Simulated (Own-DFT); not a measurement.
## Calculated data, SiC (2H silicon carbide, strained, atoms displaced)

All values are calculated (Own-DFT development build). A calculation, not a measurement: plane-wave PBE density functional theory by an unreviewed code, no spin, of a simulated periodic cell, stress positive in tension, free energy of the whole cell less one offset for each atom, forces on such cells passed a denser k mesh, this cell's mesh not checked; offsets are fitted by least squares, one for each functional and potential file, so energies compare only between cells with the same atoms and settings and are not formation energies; the far tail of each file's local potential was reset to the Coulomb form; each entry is a single point on an unrelaxed cell, so the pressure reflects the starting lattice, mostly measured values (interpolated for alloys), from which strain is counted, and rises with the displacements; printed positions are rounded, which can move forces by about a meV/angstrom; the program, named Own-DFT, is a retired in-house code; no spin-orbit coupling.

Settings shared by all entries: functional PBE; potential files PseudoDojo norm-conserving, scalar-relativistic, standard set; wave cutoff 42 hartree; occupations Fermi-Dirac; smearing width 0.1 eV; hardware one NVIDIA H100; k mesh 5 x 5 x 3 centred on Gamma.

```yaml
- entry: 1
  formula: SiC
  kind: "2H silicon carbide, strained, atoms displaced"
  structure:
    cell_angstrom:
      - [6.0698, 0.0003, -0.0489]
      - [-3.0347, 5.4108, 0.1188]
      - [-0.0799, 0.1779, 10.0244]
    atoms_fractional:
      - [Si, 0.98672, 0.00215, 0.99977]
      - [Si, 0.1547, 0.32356, 0.24764]
      - [C, 0.99552, 0.99658, 0.19399]
      - [C, 0.16989, 0.33834, 0.4411]
      - [Si, 0.00449, 0.00377, 0.50195]
      - [Si, 0.16597, 0.34223, 0.74051]
      - [C, 0.99561, 0.98142, 0.68357]
      - [C, 0.16157, 0.31684, 0.93262]
      - [Si, 0.01347, 0.50999, 0.99979]
      - [Si, 0.18305, 0.83417, 0.25205]
      - [C, 0.00019, 0.49748, 0.18693]
      - [C, 0.16668, 0.83099, 0.43679]
      - [Si, 0.99407, 0.50808, 0.49838]
      - [Si, 0.17274, 0.83892, 0.74378]
      - [C, 8.0e-05, 0.50335, 0.6845]
      - [C, 0.15509, 0.82365, 0.94182]
      - [Si, 0.48683, 0.99435, 0.99497]
      - [Si, 0.66659, 0.33021, 0.2535]
      - [C, 0.50149, 0.00216, 0.18628]
      - [C, 0.66039, 0.33652, 0.4381]
      - [Si, 0.50345, 0.99718, 0.49987]
      - [Si, 0.68312, 0.35201, 0.75297]
      - [C, 0.50733, 0.02284, 0.67773]
      - [C, 0.67643, 0.33842, 0.94147]
      - [Si, 0.50097, 0.50897, 0.99776]
      - [Si, 0.65092, 0.81586, 0.25844]
      - [C, 0.49089, 0.48383, 0.18302]
      - [C, 0.68155, 0.83752, 0.44091]
      - [Si, 0.48834, 0.48906, 0.49386]
      - [Si, 0.64787, 0.83466, 0.75342]
      - [C, 0.49898, 0.51183, 0.6825]
      - [C, 0.67675, 0.82525, 0.93956]
  results:
    "free_energy_of_cell_above_offsets [eV]": "-2.759"
    "pressure [GPa]": 6.18
    "stress_xx [GPa]": -10.71
    "stress_yy [GPa]": 1.19
    "stress_zz [GPa]": -9.02
    "stress_yz [GPa]": 6.33
    "stress_xz [GPa]": -3.38
    "stress_xy [GPa]": -1.69
    force_element: [Si, Si, C, C, Si, Si, C, C, Si, Si, C, C, Si, Si, C, C, Si, Si, C, C, Si, Si, C, C, Si, Si, C, C, Si, Si, C, C]
    "force_x [eV/angstrom]": [2.592, 0.908, -0.134, -1.891, 0.595, 1.316, -2.135, -0.358, -0.337, -2.329, -0.192, 0.431, 0.864, 0.18, 0.098, 0.334, 1.359, 0.002, 0.835, 0.928, -0.015, -1.912, 0.206, -0.688, 0.697, 1.159, -0.539, -1.869, 0.966, 2.253, 0.356, -3.678]
    "force_y [eV/angstrom]": [-0.174, -0.168, -0.756, -0.841, -0.168, -2.235, 2.264, 2.543, -2.611, -0.559, 0.848, 0.794, -0.831, -0.573, 1.203, 1.905, 0.968, -0.148, -0.119, -0.887, 0.2, -0.854, -0.491, -0.498, -2.762, 0.868, 1.254, -1.027, 2.324, 0.079, -0.371, 0.818]
    "force_z [eV/angstrom]": [1.598, 0.54, -0.875, -1.129, -0.748, 1.031, 1.12, -0.135, 0.292, -0.768, 0.508, 0.403, -0.17, 1.149, -0.115, -1.813, 1.064, -1.419, 0.177, -0.218, -1.391, -0.316, 3.022, -0.687, 0.112, -1.974, 1.308, -0.119, 1.576, -1.672, 0.767, -1.117]
    "wall_time [s]": 125.0
- entry: 2
  formula: SiC
  kind: "2H silicon carbide, strained, atoms displaced"
  structure:
    cell_angstrom:
      - [6.0917, 0.016, 0.0162]
      - [-3.032, 5.245, -0.1107]
      - [0.0264, -0.1934, 10.0471]
    atoms_fractional:
      - [Si, 0.01957, 0.01704, 0.00143]
      - [Si, 0.16828, 0.35087, 0.24832]
      - [C, 0.98935, 0.98454, 0.18695]
      - [C, 0.17675, 0.33089, 0.44079]
      - [Si, 0.01287, 0.00853, 0.50116]
      - [Si, 0.17292, 0.33093, 0.74651]
      - [C, 0.00455, 0.01165, 0.68654]
      - [C, 0.16528, 0.34711, 0.94271]
      - [Si, 0.00253, 0.49833, 0.99732]
      - [Si, 0.17155, 0.8213, 0.25047]
      - [C, 0.01621, 0.50045, 0.18619]
      - [C, 0.15426, 0.82726, 0.4443]
      - [Si, 0.0019, 0.49468, 0.50265]
      - [Si, 0.1683, 0.83493, 0.75171]
      - [C, 0.00679, 0.51303, 0.68744]
      - [C, 0.16226, 0.83863, 0.93846]
      - [Si, 0.49647, 0.99477, 0.99952]
      - [Si, 0.64568, 0.32365, 0.24959]
      - [C, 0.50484, 0.99444, 0.18972]
      - [C, 0.66559, 0.32553, 0.42831]
      - [Si, 0.51009, 0.00478, 0.496]
      - [Si, 0.66814, 0.33502, 0.75214]
      - [C, 0.50577, 0.0058, 0.68167]
      - [C, 0.6767, 0.34209, 0.93072]
      - [Si, 0.5055, 0.50185, 0.00267]
      - [Si, 0.65639, 0.8196, 0.24559]
      - [C, 0.52237, 0.52084, 0.19576]
      - [C, 0.65473, 0.82792, 0.43998]
      - [Si, 0.49968, 0.49303, 0.49463]
      - [Si, 0.66746, 0.83231, 0.74679]
      - [C, 0.50414, 0.49741, 0.68545]
      - [C, 0.67666, 0.84139, 0.93858]
  results:
    "free_energy_of_cell_above_offsets [eV]": "-1.878"
    "pressure [GPa]": 13.17
    "stress_xx [GPa]": -12.32
    "stress_yy [GPa]": -18.65
    "stress_zz [GPa]": -8.53
    "stress_yz [GPa]": -8.18
    "stress_xz [GPa]": 1.26
    "stress_xy [GPa]": 4.8
    force_element: [Si, Si, C, C, Si, Si, C, C, Si, Si, C, C, Si, Si, C, C, Si, Si, C, C, Si, Si, C, C, Si, Si, C, C, Si, Si, C, C]
    "force_x [eV/angstrom]": [-2.243, 2.74, 1.359, -1.763, -2.032, -0.895, 0.312, 3.319, -1.784, -1.956, -3.57, 2.298, -0.456, 0.133, 0.186, 1.611, 0.528, 3.054, -1.417, 0.392, -1.998, 0.564, -0.138, -0.851, -0.037, 1.322, -1.616, 2.317, 0.883, -0.098, -0.096, -0.069]
    "force_y [eV/angstrom]": [-0.952, -3.586, 1.903, 0.295, -1.255, 2.132, -2.051, -1.217, 1.804, 1.862, -0.45, -0.19, 0.556, 1.679, -2.189, -0.501, 0.884, 0.887, 0.024, 0.567, -0.742, 0.31, -0.533, -1.339, 1.242, 6.15, -6.687, 0.012, 1.22, 0.827, -0.088, -0.573]
    "force_z [eV/angstrom]": [0.604, 1.267, 0.446, -1.418, -0.274, 1.051, 0.282, -1.712, 1.136, 0.846, -1.085, -1.628, -0.569, -0.718, 0.382, -0.448, -0.278, -0.387, -1.226, 1.834, 0.635, -1.76, 1.24, 2.585, -0.537, 3.076, -3.269, -1.109, 1.232, 0.362, -0.155, -0.403]
    "wall_time [s]": 113.5
- entry: 3
  formula: SiC
  kind: "2H silicon carbide, strained, atoms displaced"
  structure:
    cell_angstrom:
      - [6.0861, 0.0876, 0.0237]
      - [-2.9672, 5.3018, -0.096]
      - [0.0386, -0.1588, 10.033]
    atoms_fractional:
      - [Si, 0.00074, 0.0139, 0.99293]
      - [Si, 0.15503, 0.32298, 0.25091]
      - [C, 0.00571, 0.00855, 0.18663]
      - [C, 0.178, 0.32844, 0.43775]
      - [Si, 0.01458, 0.00926, 0.49361]
      - [Si, 0.1738, 0.33842, 0.74908]
      - [C, 0.9917, 0.00573, 0.68747]
      - [C, 0.16707, 0.34046, 0.94067]
      - [Si, 0.0086, 0.52097, 0.99878]
      - [Si, 0.15652, 0.83804, 0.25981]
      - [C, 0.99953, 0.49623, 0.18566]
      - [C, 0.16143, 0.81596, 0.42891]
      - [Si, 0.99802, 0.49783, 0.51026]
      - [Si, 0.16296, 0.83474, 0.74752]
      - [C, 0.99699, 0.49685, 0.6886]
      - [C, 0.1674, 0.83161, 0.94329]
      - [Si, 0.51247, 0.99909, 0.99909]
      - [Si, 0.65884, 0.32424, 0.2499]
      - [C, 0.51031, 0.0026, 0.19266]
      - [C, 0.6792, 0.33366, 0.43882]
      - [Si, 0.50716, 0.00252, 0.49609]
      - [Si, 0.6649, 0.33606, 0.74601]
      - [C, 0.49573, 0.98685, 0.68695]
      - [C, 0.67099, 0.33371, 0.93729]
      - [Si, 0.49882, 0.4992, 0.00414]
      - [Si, 0.68144, 0.83209, 0.24462]
      - [C, 0.50309, 0.50211, 0.18416]
      - [C, 0.67383, 0.83128, 0.43946]
      - [Si, 0.5037, 0.50351, 0.49255]
      - [Si, 0.65789, 0.83053, 0.74575]
      - [C, 0.49542, 0.49564, 0.69057]
      - [C, 0.66577, 0.83221, 0.93972]
  results:
    "free_energy_of_cell_above_offsets [eV]": "-3.047"
    "pressure [GPa]": 8.2
    "stress_xx [GPa]": -9.69
    "stress_yy [GPa]": -6.3
    "stress_zz [GPa]": -8.62
    "stress_yz [GPa]": -4.28
    "stress_xz [GPa]": 0.4
    "stress_xy [GPa]": 6.26
    force_element: [Si, Si, C, C, Si, Si, C, C, Si, Si, C, C, Si, Si, C, C, Si, Si, C, C, Si, Si, C, C, Si, Si, C, C, Si, Si, C, C]
    "force_x [eV/angstrom]": [0.729, 0.653, 0.05, -1.295, -0.653, -0.795, 1.134, 0.531, -0.465, 2.346, -0.988, 0.474, 0.949, -0.041, -0.14, 0.126, -2.367, 1.286, -1.15, -0.956, -0.57, 0.555, -1.804, -0.055, 0.352, -1.661, -0.415, 0.469, 0.796, 1.484, 0.111, 1.31]
    "force_y [eV/angstrom]": [-0.891, 2.662, -1.222, 0.787, -1.646, -0.639, -0.455, 0.221, -2.553, -1.127, 0.835, 1.089, 0.05, 0.176, 0.557, 2.272, 1.225, 1.57, -1.375, -0.368, -0.688, -1.19, 1.663, 0.038, -0.044, 0.108, -0.893, 0.412, -0.128, -0.259, 0.599, -0.787]
    "force_z [eV/angstrom]": [1.138, -0.427, -0.62, -0.176, 1.507, 0.975, -0.422, -1.093, 1.021, -4.92, 0.813, 4.756, -2.729, 0.898, 0.769, -1.819, 1.143, -0.459, -0.711, 0.01, 0.153, 1.343, -0.863, -0.409, -1.421, 1.043, 1.758, -1.115, 1.504, 1.231, -1.68, -1.201]
    "wall_time [s]": 121.7
- entry: 4
  formula: SiC
  kind: "2H silicon carbide, strained, atoms displaced"
  structure:
    cell_angstrom:
      - [6.2143, -0.0872, 0.0209]
      - [-3.1827, 5.3654, -0.0011]
      - [0.0342, 0.0177, 9.9663]
    atoms_fractional:
      - [Si, 0.00133, 0.98817, 0.99907]
      - [Si, 0.17747, 0.3505, 0.24274]
      - [C, 0.99531, 0.00304, 0.19677]
      - [C, 0.1848, 0.35658, 0.45239]
      - [Si, 0.99165, 0.99005, 0.49994]
      - [Si, 0.17522, 0.34381, 0.75043]
      - [C, 0.01439, 0.00044, 0.6841]
      - [C, 0.16409, 0.33836, 0.9421]
      - [Si, 0.99048, 0.50447, 0.99302]
      - [Si, 0.16034, 0.82168, 0.24669]
      - [C, 0.00642, 0.49499, 0.1936]
      - [C, 0.15886, 0.83662, 0.43674]
      - [Si, 0.01135, 0.50724, 0.49935]
      - [Si, 0.17636, 0.83977, 0.7432]
      - [C, 0.99183, 0.48792, 0.67732]
      - [C, 0.16961, 0.84087, 0.94251]
      - [Si, 0.5043, 0.99323, 0.99561]
      - [Si, 0.6717, 0.33582, 0.2419]
      - [C, 0.50012, 0.99978, 0.19032]
      - [C, 0.65761, 0.31998, 0.43784]
      - [Si, 0.50377, 0.01118, 0.5005]
      - [Si, 0.66593, 0.33396, 0.74901]
      - [C, 0.50295, 0.99434, 0.68648]
      - [C, 0.6791, 0.33553, 0.94049]
      - [Si, 0.49026, 0.49135, 0.99358]
      - [Si, 0.66344, 0.82809, 0.26195]
      - [C, 0.51122, 0.50528, 0.19459]
      - [C, 0.65587, 0.8289, 0.43446]
      - [Si, 0.49973, 0.51045, 0.50372]
      - [Si, 0.67951, 0.83266, 0.75028]
      - [C, 0.48386, 0.49977, 0.68633]
      - [C, 0.66547, 0.83969, 0.93408]
  results:
    "free_energy_of_cell_above_offsets [eV]": "-2.064"
    "pressure [GPa]": 6.93
    "stress_xx [GPa]": -3.99
    "stress_yy [GPa]": -5.24
    "stress_zz [GPa]": -11.55
    "stress_yz [GPa]": 0.89
    "stress_xz [GPa]": 1.55
    "stress_xy [GPa]": -6.9
    force_element: [Si, Si, C, C, Si, Si, C, C, Si, Si, C, C, Si, Si, C, C, Si, Si, C, C, Si, Si, C, C, Si, Si, C, C, Si, Si, C, C]
    "force_x [eV/angstrom]": [-2.052, 1.0, 1.024, -1.675, 0.18, -2.274, -1.023, -0.345, 3.107, -0.399, -1.357, 0.929, -1.485, -0.483, 0.159, 0.631, -0.519, -0.462, 0.437, 0.278, -0.437, -0.148, 0.758, -3.204, 1.218, -0.231, -0.179, 0.362, 2.013, -0.943, 3.614, 1.507]
    "force_y [eV/angstrom]": [1.769, -2.229, -0.339, -2.868, 2.051, -1.777, 0.072, -0.963, 0.54, 2.214, 0.708, -0.175, -0.72, -1.573, 1.364, -0.698, 0.829, -1.054, -0.74, 3.375, -2.115, -0.162, 0.768, -1.06, 1.549, 1.251, -0.146, 1.262, -1.194, 0.378, 1.134, -1.449]
    "force_z [eV/angstrom]": [1.546, 2.742, -1.49, -3.184, -1.044, -0.077, 1.305, -1.055, 2.242, 0.962, -2.455, 0.146, -1.69, 0.664, 3.624, -1.902, 1.843, 2.286, -1.017, -0.543, -0.546, -0.712, 0.687, -1.403, 1.724, -3.933, -2.311, 3.716, -0.862, -0.928, 1.214, 0.45]
    "wall_time [s]": 121.3
```
